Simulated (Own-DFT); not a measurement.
InGa3As4 (zincblende random alloy, atoms displaced) (calculated)

Computed with Own-DFT development build. A calculation, not a measurement: plane-wave PBE density functional theory by an unreviewed code, no spin, of a simulated periodic cell, stress positive in tension, free energy of the whole cell less one offset for each atom, forces on such cells passed a denser k mesh, this cell's mesh not checked; offsets are fitted by least squares, one for each functional and potential file, so energies compare only between cells with the same atoms and settings and are not formation energies; the far tail of each file's local potential was reset to the Coulomb form; each entry is a single point on an unrelaxed cell, so the pressure reflects the starting lattice, mostly measured values, from which strain is counted, and rises with the displacements; printed positions are rounded, which can move forces by about a meV/angstrom; the program is a retired in-house code; no spin-orbit coupling.

Common to all runs: functional PBE; potential files PseudoDojo norm-conserving, scalar-relativistic, standard set; wave cutoff 42 hartree; occupations Fermi-Dirac; smearing width 0.1 eV; k mesh 3 x 3 x 3 centred on Gamma.

(1) InGa3As4 (zincblende random alloy, atoms displaced)

```cif
# cell vector a (Å): 11.5091 0.0000 0.0000
# cell vector b (Å): 0.0000 11.5091 0.0000
# cell vector c (Å): 0.0000 0.0000 11.5091
data_InGa3As4
_symmetry_space_group_name_H-M 'P 1'
_symmetry_Int_Tables_number 1
_cell_length_a 11.5091
_cell_length_b 11.5091
_cell_length_c 11.5091
_cell_angle_alpha 90.000
_cell_angle_beta 90.000
_cell_angle_gamma 90.000
_cell_volume 1524.49
loop_
_atom_site_label
_atom_site_type_symbol
_atom_site_fract_x
_atom_site_fract_y
_atom_site_fract_z
_atom_site_occupancy
Ga1 Ga 0.00055 0.99911 0.00229 1
Ga2 Ga 0.00111 0.25060 0.25257 1
In1 In 0.24702 0.00041 0.25247 1
Ga3 Ga 0.25439 0.24708 0.99843 1
As1 As 0.12370 0.12882 0.12834 1
As2 As 0.12477 0.37648 0.37358 1
As3 As 0.37854 0.12385 0.37596 1
As4 As 0.37565 0.37450 0.12375 1
Ga4 Ga 0.99616 0.99607 0.50031 1
In2 In 0.99830 0.25407 0.75192 1
Ga5 Ga 0.24915 0.99997 0.74802 1
Ga6 Ga 0.24831 0.24816 0.49916 1
As5 As 0.12780 0.12611 0.62805 1
As6 As 0.12557 0.37346 0.87600 1
As7 As 0.37497 0.11980 0.87746 1
As8 As 0.37843 0.37430 0.62611 1
In3 In 0.99985 0.49384 0.99957 1
Ga7 Ga 0.99748 0.74857 0.24897 1
In4 In 0.25099 0.49899 0.25091 1
Ga8 Ga 0.25058 0.75201 0.00047 1
As9 As 0.12467 0.62448 0.12225 1
As10 As 0.12030 0.87250 0.37404 1
As11 As 0.36992 0.62193 0.37259 1
As12 As 0.37546 0.87623 0.12110 1
Ga9 Ga 0.99835 0.49829 0.50047 1
In5 In 0.00019 0.74827 0.75240 1
In6 In 0.25116 0.50082 0.75025 1
Ga10 Ga 0.24838 0.75300 0.49834 1
As13 As 0.12329 0.62661 0.62528 1
As14 As 0.12826 0.87855 0.87317 1
As15 As 0.37892 0.62369 0.87759 1
As16 As 0.37739 0.87481 0.62434 1
Ga11 Ga 0.50407 0.99977 0.00033 1
Ga12 Ga 0.50035 0.25056 0.25020 1
In7 In 0.75321 0.99870 0.24888 1
Ga13 Ga 0.74995 0.24851 0.00251 1
As17 As 0.62604 0.12474 0.12347 1
As18 As 0.62539 0.37966 0.37964 1
As19 As 0.87583 0.12778 0.37783 1
As20 As 0.87575 0.37339 0.12737 1
Ga14 Ga 0.49900 0.99609 0.50159 1
Ga15 Ga 0.50066 0.24936 0.75415 1
Ga16 Ga 0.75280 0.99963 0.75348 1
Ga17 Ga 0.74754 0.25088 0.49911 1
As21 As 0.62405 0.12295 0.63029 1
As22 As 0.62359 0.37503 0.87850 1
As23 As 0.87380 0.12170 0.87471 1
As24 As 0.87607 0.37948 0.62756 1
Ga18 Ga 0.50240 0.50071 0.99581 1
Ga19 Ga 0.50398 0.75253 0.25333 1
Ga20 Ga 0.74782 0.49933 0.25389 1
Ga21 Ga 0.74824 0.74928 0.00123 1
As25 As 0.62809 0.62320 0.12398 1
As26 As 0.62246 0.87446 0.37559 1
As27 As 0.87744 0.62295 0.37642 1
As28 As 0.87624 0.87333 0.12462 1
Ga22 Ga 0.49985 0.49810 0.50118 1
In8 In 0.49807 0.75234 0.75101 1
Ga23 Ga 0.74893 0.49736 0.74774 1
Ga24 Ga 0.74918 0.75342 0.50355 1
As29 As 0.62511 0.62350 0.62306 1
As30 As 0.62199 0.87314 0.87489 1
As31 As 0.87829 0.62752 0.87495 1
As32 As 0.87775 0.87908 0.62442 1
```

It finds free energy of cell above offsets -24.284 eV; pressure 4.32 GPa; stress xx -4.3 GPa; stress yy -4.34 GPa; stress zz -4.31 GPa; stress yz 0.12 GPa; stress xz 0.11 GPa; stress xy -0.18 GPa.

Force:
| element | x (eV/Å) | y (eV/Å) | z (eV/Å) |
| --- | --- | --- | --- |
| Ga | 0.164 | 0.196 | -0.08 |
| Ga | -0.197 | 0.053 | 0.012 |
| In | 0.36 | -0.159 | -0.192 |
| Ga | -0.307 | 0.098 | 0.181 |
| As | -0.651 | 0.562 | -1.11 |
| As | -0.896 | -1.044 | 1.205 |
| As | 0.526 | 0.768 | 0.744 |
| As | 0.942 | -0.714 | -0.846 |
| Ga | 0.613 | 0.689 | -0.094 |
| In | 0.034 | -0.685 | -0.097 |
| Ga | 0.358 | 0.062 | -0.015 |
| Ga | 0.342 | 0.143 | 0.042 |
| As | 0.144 | -0.831 | -1.059 |
| As | 1.423 | -0.822 | 0.692 |
| As | 0.163 | 0.178 | -0.323 |
| As | 0.423 | -0.944 | -0.761 |
| In | -0.187 | 0.604 | 0.099 |
| Ga | 0.2 | -0.309 | -0.085 |
| In | -0.423 | -0.112 | -0.864 |
| Ga | 0.041 | -0.187 | -0.113 |
| As | 0.026 | 1.533 | 0.178 |
| As | -0.666 | -0.597 | 0.787 |
| As | 1.732 | 1.553 | 1.473 |
| As | 0.801 | -0.658 | -0.066 |
| Ga | 0.315 | 0.197 | 0.006 |
| In | 0.181 | 0.785 | -0.346 |
| In | -0.003 | -0.011 | -0.055 |
| Ga | 0.033 | -0.298 | 0.086 |
| As | 0.359 | -0.256 | -1.767 |
| As | 0.488 | 0.459 | 0.929 |
| As | -0.531 | 0.193 | 1.361 |
| As | -1.458 | 0.833 | -0.882 |
| Ga | -0.202 | -0.022 | 0.02 |
| Ga | 0.184 | 0.09 | 0.019 |
| In | -0.221 | 0.25 | 0.354 |
| Ga | 0.126 | 0.06 | -0.154 |
| As | -0.806 | 0.74 | -0.358 |
| As | -0.2 | -0.573 | -0.483 |
| As | 0.614 | 0.506 | 0.586 |
| As | -1.137 | -0.818 | 1.008 |
| Ga | 0.219 | 0.486 | 0.019 |
| Ga | -0.171 | -0.122 | -0.04 |
| Ga | -0.381 | -0.204 | -0.211 |
| Ga | 0.113 | -0.02 | 0.52 |
| As | 0.146 | 0.051 | -0.343 |
| As | 0.488 | -0.181 | -0.36 |
| As | -0.455 | -0.355 | 1.041 |
| As | -1.077 | 0.284 | -1.214 |
| Ga | -0.104 | -0.059 | 0.666 |
| Ga | -0.61 | -0.52 | -0.527 |
| Ga | 0.368 | 0.083 | -0.24 |
| Ga | 0.225 | 0.011 | -0.245 |
| As | -0.33 | 0.067 | 0.324 |
| As | -0.158 | -0.433 | 0.848 |
| As | -0.429 | 0.328 | -0.011 |
| As | 0.736 | -0.879 | -0.913 |
| Ga | -0.29 | 0.412 | -0.039 |
| In | 0.25 | -0.764 | -0.318 |
| Ga | -0.064 | 0.484 | 0.429 |
| Ga | 0.179 | -0.276 | -0.254 |
| As | 0.577 | -0.447 | -0.385 |
| As | 1.498 | 1.093 | 0.992 |
| As | -2.307 | -0.74 | 0.438 |
| As | -1.13 | 0.188 | -0.208 |

(2) InGa3As4 (zincblende random alloy, atoms displaced)

```cif
# cell vector a (Å): 11.5091 0.0000 0.0000
# cell vector b (Å): 0.0000 11.5091 0.0000
# cell vector c (Å): 0.0000 0.0000 11.5091
data_InGa3As4
_symmetry_space_group_name_H-M 'P 1'
_symmetry_Int_Tables_number 1
_cell_length_a 11.5091
_cell_length_b 11.5091
_cell_length_c 11.5091
_cell_angle_alpha 90.000
_cell_angle_beta 90.000
_cell_angle_gamma 90.000
_cell_volume 1524.49
loop_
_atom_site_label
_atom_site_type_symbol
_atom_site_fract_x
_atom_site_fract_y
_atom_site_fract_z
_atom_site_occupancy
In1 In 0.00030 0.00086 0.99914 1
Ga1 Ga 0.99884 0.24952 0.25156 1
In2 In 0.25013 0.00494 0.25392 1
Ga2 Ga 0.24845 0.25376 0.00000 1
As1 As 0.12730 0.12719 0.12105 1
As2 As 0.13368 0.37776 0.37008 1
As3 As 0.38097 0.12865 0.37785 1
As4 As 0.37097 0.37640 0.12436 1
In3 In 0.99839 0.00192 0.50188 1
In4 In 0.00223 0.24953 0.75001 1
In5 In 0.24764 0.00063 0.75148 1
Ga3 Ga 0.24903 0.24574 0.50219 1
As5 As 0.12324 0.12527 0.62173 1
As6 As 0.12526 0.37606 0.87702 1
As7 As 0.37185 0.12861 0.87271 1
As8 As 0.37805 0.37499 0.62434 1
Ga4 Ga 0.00630 0.49715 0.99865 1
Ga5 Ga 0.00089 0.75142 0.25018 1
Ga6 Ga 0.25179 0.50251 0.25057 1
Ga7 Ga 0.24429 0.75404 0.00180 1
As9 As 0.12557 0.62604 0.12646 1
As10 As 0.12083 0.87580 0.37781 1
As11 As 0.37765 0.62588 0.37179 1
As12 As 0.37542 0.87204 0.12856 1
Ga8 Ga 0.00287 0.50086 0.49889 1
Ga9 Ga 0.00109 0.75187 0.74723 1
Ga10 Ga 0.25055 0.49864 0.74815 1
Ga11 Ga 0.24644 0.75031 0.50298 1
As13 As 0.12260 0.61935 0.63200 1
As14 As 0.12720 0.87362 0.87514 1
As15 As 0.37675 0.62484 0.87601 1
As16 As 0.37406 0.87641 0.62382 1
Ga12 Ga 0.50327 0.00083 0.99930 1
Ga13 Ga 0.50411 0.24832 0.24827 1
Ga14 Ga 0.75264 0.99860 0.24837 1
In6 In 0.74975 0.24763 0.00229 1
As17 As 0.61964 0.12671 0.12650 1
As18 As 0.62472 0.37905 0.37454 1
As19 As 0.87430 0.12300 0.37457 1
As20 As 0.87590 0.37395 0.12682 1
Ga15 Ga 0.50394 0.00301 0.50089 1
Ga16 Ga 0.50248 0.24698 0.74862 1
In7 In 0.75346 0.99965 0.74499 1
Ga17 Ga 0.74781 0.24787 0.50461 1
As21 As 0.63337 0.12789 0.62241 1
As22 As 0.62351 0.37157 0.87578 1
As23 As 0.87175 0.12461 0.87501 1
As24 As 0.87535 0.37670 0.62778 1
Ga18 Ga 0.50244 0.50186 0.00188 1
Ga19 Ga 0.49741 0.74707 0.24948 1
Ga20 Ga 0.74951 0.49913 0.25309 1
Ga21 Ga 0.74775 0.75331 0.99668 1
As25 As 0.62748 0.62768 0.12655 1
As26 As 0.62150 0.87392 0.37778 1
As27 As 0.87505 0.62690 0.37246 1
As28 As 0.87126 0.87340 0.12163 1
Ga22 Ga 0.49953 0.49453 0.50404 1
Ga23 Ga 0.49893 0.74614 0.74871 1
Ga24 Ga 0.74825 0.49497 0.75405 1
In8 In 0.75282 0.74727 0.50292 1
As29 As 0.62354 0.62826 0.62778 1
As30 As 0.63028 0.87479 0.88112 1
As31 As 0.87539 0.62451 0.87680 1
As32 As 0.86865 0.87870 0.62806 1
```

The calculation gives: free energy of cell above offsets -23.691 eV; pressure 4.45 GPa; stress xx -4.4 GPa; stress yy -4.46 GPa; stress zz -4.48 GPa; stress yz -0.22 GPa; stress xz 0.29 GPa; stress xy 0.07 GPa.

Force:
| element | x (eV/Å) | y (eV/Å) | z (eV/Å) |
| --- | --- | --- | --- |
| In | -0.137 | -0.187 | 0.035 |
| Ga | 0.321 | 0.149 | -0.073 |
| In | 0.196 | -0.32 | -0.048 |
| Ga | 0.258 | -0.006 | -0.02 |
| As | -0.177 | 1.415 | 0.424 |
| As | -0.783 | -0.514 | 0.674 |
| As | 0.462 | 0.584 | 0.696 |
| As | 0.608 | -0.063 | 0.11 |
| In | -0.416 | -0.479 | -0.055 |
| In | -0.293 | 0.087 | 0.271 |
| In | 0.257 | 0.011 | -0.42 |
| Ga | 0.401 | 0.594 | -0.332 |
| As | 1.104 | 0.774 | -0.246 |
| As | 1.021 | 0.555 | 0.244 |
| As | 1.175 | 0.584 | 1.065 |
| As | -0.539 | -0.521 | 0.276 |
| Ga | -0.622 | 0.47 | 0.469 |
| Ga | -0.218 | -0.002 | -0.182 |
| Ga | 0.26 | 0.262 | -0.292 |
| Ga | 0.767 | -0.49 | 0.059 |
| As | -0.12 | -0.07 | -0.071 |
| As | 0.414 | -1.507 | -0.275 |
| As | -0.362 | -0.257 | 0.859 |
| As | 0.465 | -0.132 | -1.035 |
| Ga | -0.174 | -0.216 | -0.265 |
| Ga | -0.365 | -0.106 | 0.399 |
| Ga | 0.449 | -0.054 | 0.535 |
| Ga | 0.168 | -0.359 | -0.2 |
| As | 0.159 | 0.558 | -0.694 |
| As | -0.605 | -1.412 | -0.049 |
| As | -0.466 | 0.08 | 0.099 |
| As | 0.965 | -0.666 | -0.59 |
| Ga | -0.616 | -0.165 | 0.111 |
| Ga | -0.59 | 0.747 | 0.276 |
| Ga | -0.637 | -0.09 | 0.146 |
| In | -0.075 | 0.278 | 0.147 |
| As | -0.048 | -1.245 | 0.649 |
| As | 0.077 | -0.647 | 0.263 |
| As | -0.953 | 1.139 | -0.775 |
| As | 0.769 | 0.962 | 0.648 |
| Ga | -0.154 | -0.141 | 0.038 |
| Ga | -0.079 | 0.202 | -0.025 |
| In | -1.182 | 0.489 | 1.572 |
| Ga | 0.686 | 0.943 | -0.941 |
| As | -1.906 | 0.273 | -0.256 |
| As | -0.781 | 0.849 | -0.601 |
| As | 0.489 | 0.086 | -0.168 |
| As | -0.747 | 0.659 | -1.157 |
| Ga | -0.146 | -0.116 | 0 |
| Ga | 0.408 | 0.276 | 0.004 |
| Ga | 0.226 | 0.201 | -0.372 |
| Ga | 0.428 | -0.815 | 0.478 |
| As | 0.022 | -0.205 | -0.078 |
| As | -0.235 | 0.656 | -0.982 |
| As | 1.05 | -1.005 | -0.573 |
| As | -0.233 | -0.61 | 0.967 |
| Ga | 0.152 | 0.858 | -0.399 |
| Ga | -0.085 | 0.58 | 0.41 |
| Ga | -0.068 | 0.532 | -0.117 |
| In | -0.379 | 0.176 | -0.411 |
| As | -0.562 | -1.598 | 0.69 |
| As | -1.446 | -0.197 | -0.52 |
| As | 0.077 | -0.01 | -0.129 |
| As | 2.363 | -1.822 | -0.259 |

(3) InGa3As4 (zincblende random alloy, atoms displaced)

```cif
# cell vector a (Å): 11.5091 0.0000 0.0000
# cell vector b (Å): 0.0000 11.5091 0.0000
# cell vector c (Å): 0.0000 0.0000 11.5091
data_InGa3As4
_symmetry_space_group_name_H-M 'P 1'
_symmetry_Int_Tables_number 1
_cell_length_a 11.5091
_cell_length_b 11.5091
_cell_length_c 11.5091
_cell_angle_alpha 90.000
_cell_angle_beta 90.000
_cell_angle_gamma 90.000
_cell_volume 1524.49
loop_
_atom_site_label
_atom_site_type_symbol
_atom_site_fract_x
_atom_site_fract_y
_atom_site_fract_z
_atom_site_occupancy
Ga1 Ga 0.00234 0.99708 0.99906 1
Ga2 Ga 0.99977 0.24648 0.25139 1
Ga3 Ga 0.25084 0.99776 0.24600 1
Ga4 Ga 0.25297 0.24906 0.00250 1
As1 As 0.12728 0.12559 0.12646 1
As2 As 0.12676 0.37672 0.36900 1
As3 As 0.37488 0.12509 0.37614 1
As4 As 0.37115 0.37643 0.12748 1
Ga5 Ga 0.00091 0.99968 0.49774 1
In1 In 0.00111 0.24951 0.75108 1
Ga6 Ga 0.24871 0.00447 0.75278 1
Ga7 Ga 0.25277 0.24958 0.49490 1
As5 As 0.12225 0.12483 0.62523 1
As6 As 0.12145 0.37774 0.87490 1
As7 As 0.37456 0.12392 0.87625 1
As8 As 0.37281 0.37386 0.61921 1
In2 In 0.99853 0.49623 0.99997 1
In3 In 0.99980 0.74920 0.25409 1
In4 In 0.24171 0.49510 0.25151 1
Ga8 Ga 0.24975 0.75066 0.99735 1
As9 As 0.12666 0.62630 0.12362 1
As10 As 0.12444 0.87612 0.37763 1
As11 As 0.37592 0.62579 0.38165 1
As12 As 0.37296 0.86956 0.12354 1
In5 In 0.00245 0.50284 0.50226 1
Ga9 Ga 0.00102 0.75036 0.74907 1
Ga10 Ga 0.25009 0.50196 0.75340 1
In6 In 0.25054 0.75165 0.49856 1
As13 As 0.12266 0.62649 0.62572 1
As14 As 0.12810 0.87330 0.87225 1
As15 As 0.37261 0.62363 0.86972 1
As16 As 0.37432 0.87234 0.62271 1
Ga11 Ga 0.50212 0.00385 0.99571 1
Ga12 Ga 0.49954 0.25346 0.25347 1
Ga13 Ga 0.75218 0.00751 0.24899 1
Ga14 Ga 0.75238 0.25224 0.99728 1
As17 As 0.62517 0.12733 0.12172 1
As18 As 0.63122 0.37602 0.37771 1
As19 As 0.87030 0.12645 0.37342 1
As20 As 0.87402 0.37237 0.12497 1
Ga15 Ga 0.49690 0.00058 0.49919 1
Ga16 Ga 0.50321 0.25140 0.75028 1
Ga17 Ga 0.75445 0.00150 0.75105 1
Ga18 Ga 0.75169 0.24761 0.50107 1
As21 As 0.62609 0.12388 0.61966 1
As22 As 0.62268 0.37846 0.87414 1
As23 As 0.87515 0.12431 0.87342 1
As24 As 0.87500 0.38251 0.62427 1
In7 In 0.49795 0.50026 0.99760 1
Ga19 Ga 0.50098 0.75259 0.25153 1
Ga20 Ga 0.75259 0.50154 0.25176 1
Ga21 Ga 0.75373 0.75446 0.00275 1
As25 As 0.62525 0.62835 0.12343 1
As26 As 0.63108 0.87329 0.37529 1
As27 As 0.87261 0.62270 0.37188 1
As28 As 0.87738 0.87942 0.12131 1
Ga22 Ga 0.50074 0.49745 0.50006 1
Ga23 Ga 0.49810 0.74479 0.74670 1
In8 In 0.74790 0.49959 0.75499 1
Ga24 Ga 0.74664 0.75075 0.50087 1
As29 As 0.62616 0.62187 0.62919 1
As30 As 0.62537 0.87603 0.87447 1
As31 As 0.87367 0.62553 0.87408 1
As32 As 0.87487 0.88143 0.62482 1
```

Results for InGa3As4 (zincblende random alloy, atoms displaced): free energy of cell above offsets -23.454 eV; pressure 4.53 GPa; stress xx -4.55 GPa; stress yy -4.5 GPa; stress zz -4.54 GPa; stress yz -0.11 GPa; stress xz 0.29 GPa; stress xy -0.41 GPa.

Force:
| element | x (eV/Å) | y (eV/Å) | z (eV/Å) |
| --- | --- | --- | --- |
| Ga | 0.171 | 0.345 | -0.17 |
| Ga | -0.054 | 0.163 | -0.124 |
| Ga | 0.019 | 0.017 | 0.321 |
| Ga | -0.275 | 0.231 | -0.231 |
| As | -0.266 | -0.183 | -0.264 |
| As | -1.518 | -2.74 | 1.735 |
| As | 0.067 | -0.251 | -0.535 |
| As | 0.615 | -1.514 | -0.224 |
| Ga | -0.211 | 0.292 | 0.056 |
| In | -0.466 | 0.414 | -0.451 |
| Ga | 0.226 | -0.409 | -0.523 |
| Ga | -0.574 | -0.08 | 0.266 |
| As | 1.217 | -0.679 | -1.214 |
| As | 2.458 | -0.523 | -0.048 |
| As | 0.119 | 0.466 | -0.225 |
| As | 0.101 | 0.112 | 0.727 |
| In | -0.169 | 0.877 | 0.369 |
| In | -0.078 | 0.371 | -0.704 |
| In | 1.707 | 1.835 | -0.622 |
| Ga | 0.007 | -0.3 | -0.023 |
| As | 0.376 | 0.8 | -0.871 |
| As | 0.03 | 1.701 | -0.462 |
| As | 1.454 | -0.744 | -1.185 |
| As | 0.482 | 0.585 | -0.117 |
| In | -0.09 | -0.314 | -0.836 |
| Ga | -0.364 | 0.147 | -0.008 |
| Ga | -0.338 | -0.429 | -0.672 |
| In | -0.422 | -0.204 | 0.366 |
| As | 0.671 | 0.287 | 1.713 |
| As | -0.263 | 0.2 | 0.123 |
| As | -0.55 | 1.058 | -0.208 |
| As | 0.958 | 1.444 | 1.434 |
| Ga | -0.101 | -0.517 | 0.425 |
| Ga | 0.213 | -0.078 | -0.208 |
| Ga | -0.358 | -0.648 | -0.416 |
| Ga | -0.317 | -0.21 | -0.015 |
| As | -0.16 | 0.222 | 0.275 |
| As | -0.407 | -0.051 | -0.211 |
| As | 0.793 | -0.016 | 0.359 |
| As | -0.724 | -0.699 | 1.044 |
| Ga | 0.344 | -0.381 | -0.028 |
| Ga | -0.291 | -0.232 | -0.389 |
| Ga | -0.675 | -0.01 | -0.124 |
| Ga | 0.075 | 0.496 | 0.209 |
| As | -0.071 | -0.015 | 0.647 |
| As | 0.04 | -2.347 | 0.328 |
| As | -0.582 | -0.68 | 1.154 |
| As | -0.792 | -1.746 | -0.414 |
| In | -0.229 | 0.235 | 0.646 |
| Ga | 0.007 | -0.297 | 0.139 |
| Ga | -0.479 | -0.187 | -0.53 |
| Ga | -0.269 | -0.103 | -0.325 |
| As | 0.754 | 0.461 | 0.836 |
| As | -0.574 | 0.685 | -0.287 |
| As | -1.317 | 0.207 | 0.735 |
| As | -0.624 | 0.502 | 0.069 |
| Ga | 0.199 | 0.212 | 0.071 |
| Ga | 0.202 | 0.583 | 0.08 |
| In | 0.443 | 0.055 | -0.398 |
| Ga | 0.39 | -0.272 | 0.297 |
| As | -1.033 | 1.01 | -1.416 |
| As | -0.032 | -0.256 | -0.234 |
| As | 0.38 | 1.84 | 0.422 |
| As | 0.151 | -0.739 | -0.132 |

(4) InGa3As4 (zincblende random alloy, atoms displaced)

```cif
# cell vector a (Å): 11.5091 0.0000 0.0000
# cell vector b (Å): 0.0000 11.5091 0.0000
# cell vector c (Å): 0.0000 0.0000 11.5091
data_InGa3As4
_symmetry_space_group_name_H-M 'P 1'
_symmetry_Int_Tables_number 1
_cell_length_a 11.5091
_cell_length_b 11.5091
_cell_length_c 11.5091
_cell_angle_alpha 90.000
_cell_angle_beta 90.000
_cell_angle_gamma 90.000
_cell_volume 1524.49
loop_
_atom_site_label
_atom_site_type_symbol
_atom_site_fract_x
_atom_site_fract_y
_atom_site_fract_z
_atom_site_occupancy
Ga1 Ga 0.99895 0.99755 0.00141 1
Ga2 Ga 0.99970 0.24918 0.25391 1
Ga3 Ga 0.25184 0.00081 0.24631 1
Ga4 Ga 0.24821 0.24680 0.00194 1
As1 As 0.12926 0.12677 0.12733 1
As2 As 0.12566 0.37461 0.38017 1
As3 As 0.37590 0.12374 0.37396 1
As4 As 0.37015 0.37643 0.11959 1
Ga5 Ga 0.00238 0.99944 0.49979 1
Ga6 Ga 0.99639 0.25178 0.75088 1
In1 In 0.25171 0.00177 0.74957 1
In2 In 0.24670 0.24802 0.50340 1
As5 As 0.12644 0.12808 0.62596 1
As6 As 0.12910 0.37496 0.87573 1
As7 As 0.37506 0.12450 0.87637 1
As8 As 0.37077 0.37094 0.62438 1
In3 In 0.00319 0.50237 0.00474 1
Ga7 Ga 0.00268 0.75232 0.25108 1
Ga8 Ga 0.24870 0.49403 0.25104 1
Ga9 Ga 0.25199 0.75059 0.99728 1
As9 As 0.12176 0.62724 0.12691 1
As10 As 0.12978 0.87094 0.38113 1
As11 As 0.37555 0.61948 0.37165 1
As12 As 0.37750 0.87512 0.12283 1
Ga10 Ga 0.99769 0.50229 0.50138 1
In4 In 0.99908 0.75063 0.75291 1
Ga11 Ga 0.25022 0.50027 0.74994 1
In5 In 0.24802 0.74877 0.50333 1
As13 As 0.12599 0.62213 0.62320 1
As14 As 0.12616 0.87280 0.87550 1
As15 As 0.37569 0.62584 0.87508 1
As16 As 0.37849 0.87632 0.62216 1
Ga12 Ga 0.49764 0.99911 0.00181 1
Ga13 Ga 0.49670 0.25361 0.25272 1
Ga14 Ga 0.75094 0.00063 0.25094 1
Ga15 Ga 0.74980 0.24809 0.99965 1
As17 As 0.62207 0.12547 0.12495 1
As18 As 0.62438 0.37053 0.37131 1
As19 As 0.87489 0.12700 0.37445 1
As20 As 0.87110 0.37934 0.12633 1
In6 In 0.49660 0.00189 0.49576 1
Ga16 Ga 0.50073 0.25376 0.75057 1
Ga17 Ga 0.74961 0.99891 0.74535 1
Ga18 Ga 0.75167 0.25034 0.50053 1
As21 As 0.62310 0.12779 0.62893 1
As22 As 0.62246 0.36576 0.87684 1
As23 As 0.87644 0.12720 0.87622 1
As24 As 0.87242 0.37384 0.62311 1
Ga19 Ga 0.50116 0.50548 0.99872 1
Ga20 Ga 0.49731 0.75408 0.25229 1
Ga21 Ga 0.75190 0.50103 0.24766 1
In7 In 0.74832 0.75161 0.99796 1
As25 As 0.62651 0.62769 0.13052 1
As26 As 0.62168 0.87345 0.37471 1
As27 As 0.87320 0.62345 0.37397 1
As28 As 0.87451 0.87538 0.12249 1
Ga22 Ga 0.49702 0.49657 0.50080 1
In8 In 0.50260 0.75411 0.74866 1
Ga23 Ga 0.74910 0.49962 0.75226 1
Ga24 Ga 0.75140 0.74975 0.49806 1
As29 As 0.62279 0.62783 0.62709 1
As30 As 0.62647 0.87585 0.87431 1
As31 As 0.87804 0.62172 0.87046 1
As32 As 0.87431 0.87738 0.62717 1
```

The calculation gives: free energy of cell above offsets -23.656 eV; pressure 4.47 GPa; stress xx -4.43 GPa; stress yy -4.49 GPa; stress zz -4.48 GPa; stress yz 0.26 GPa; stress xz -0.38 GPa; stress xy -0.19 GPa.

Force:
| element | x (eV/Å) | y (eV/Å) | z (eV/Å) |
| --- | --- | --- | --- |
| Ga | 0.364 | 0.373 | -0.015 |
| Ga | 0.059 | 0.409 | -0.316 |
| Ga | 0 | -0.266 | 0.392 |
| Ga | 0.282 | 0.173 | -0.384 |
| As | -0.808 | -0.292 | -0.073 |
| As | -1.208 | 0.96 | -1.129 |
| As | -0.775 | 0.71 | -1.798 |
| As | 0.479 | -0.03 | 0.311 |
| Ga | -0.123 | 0.217 | 0.034 |
| Ga | 0.362 | 0.12 | -0.023 |
| In | -0.107 | -0.353 | -0.005 |
| In | 0.539 | -0.196 | -0.939 |
| As | -2.415 | -0.682 | 0.531 |
| As | 0.232 | -0.75 | -0.663 |
| As | 0.935 | 0.964 | 0.813 |
| As | 1.345 | 1.334 | 1.174 |
| In | -0.319 | -0.574 | -0.674 |
| Ga | -0.289 | 0.105 | 0.123 |
| Ga | -0.141 | 0.338 | -0.225 |
| Ga | -0.19 | -0.2 | 0.439 |
| As | 1.723 | 1.06 | 1.101 |
| As | -1.381 | 1.691 | -1.816 |
| As | 0.402 | -0.188 | -0.333 |
| As | -0.405 | -0.188 | 0.142 |
| Ga | -0.001 | -0.287 | -0.12 |
| In | 0.322 | -0.131 | -0.715 |
| Ga | 0.105 | -0.134 | 0.051 |
| In | 1.283 | -0.718 | -0.079 |
| As | -0.541 | -1.374 | 0.693 |
| As | 0.166 | 0.469 | 1.521 |
| As | -0.667 | -0.573 | 0.345 |
| As | -0.587 | -0.089 | 0.254 |
| Ga | 0.436 | 0.27 | -0.315 |
| Ga | -0.172 | -0.21 | -0.675 |
| Ga | -0.238 | -0.028 | -0.187 |
| Ga | 0.027 | -0.05 | 0.393 |
| As | 0.107 | -0.011 | 0.214 |
| As | 0.273 | 0.612 | 0.512 |
| As | 0.062 | -0.461 | 0.274 |
| As | -0.278 | -1.433 | 0.494 |
| In | 0.974 | 0.135 | 0.549 |
| Ga | -0.472 | -0.396 | -0.04 |
| Ga | -0.084 | 0.488 | 0.549 |
| Ga | -0.413 | -0.165 | -0.08 |
| As | 0.719 | 0.43 | 0.106 |
| As | 0.288 | 1.234 | 0.106 |
| As | -0.119 | -0.469 | -0.14 |
| As | 0.155 | 0.348 | 0.241 |
| Ga | 0.153 | -0.446 | 0.287 |
| Ga | 0.025 | -0.555 | -0.123 |
| Ga | -0.505 | -0.147 | 0.421 |
| In | 0.389 | -0.76 | -0.084 |
| As | -0.984 | -0.659 | 0.332 |
| As | 1.332 | -0.556 | -0.67 |
| As | 0.301 | 0.299 | 0.021 |
| As | 0.876 | 0.734 | 1.272 |
| Ga | 0.385 | 0.014 | -0.077 |
| In | -0.498 | -0.103 | 0.378 |
| Ga | -0.311 | -0.28 | -0.17 |
| Ga | -0.21 | 0.008 | 0.182 |
| As | 1.186 | -1.476 | -1.287 |
| As | -0.169 | 2.069 | 0.049 |
| As | -1.36 | -0.812 | 0.119 |
| As | -0.518 | 0.479 | -1.265 |
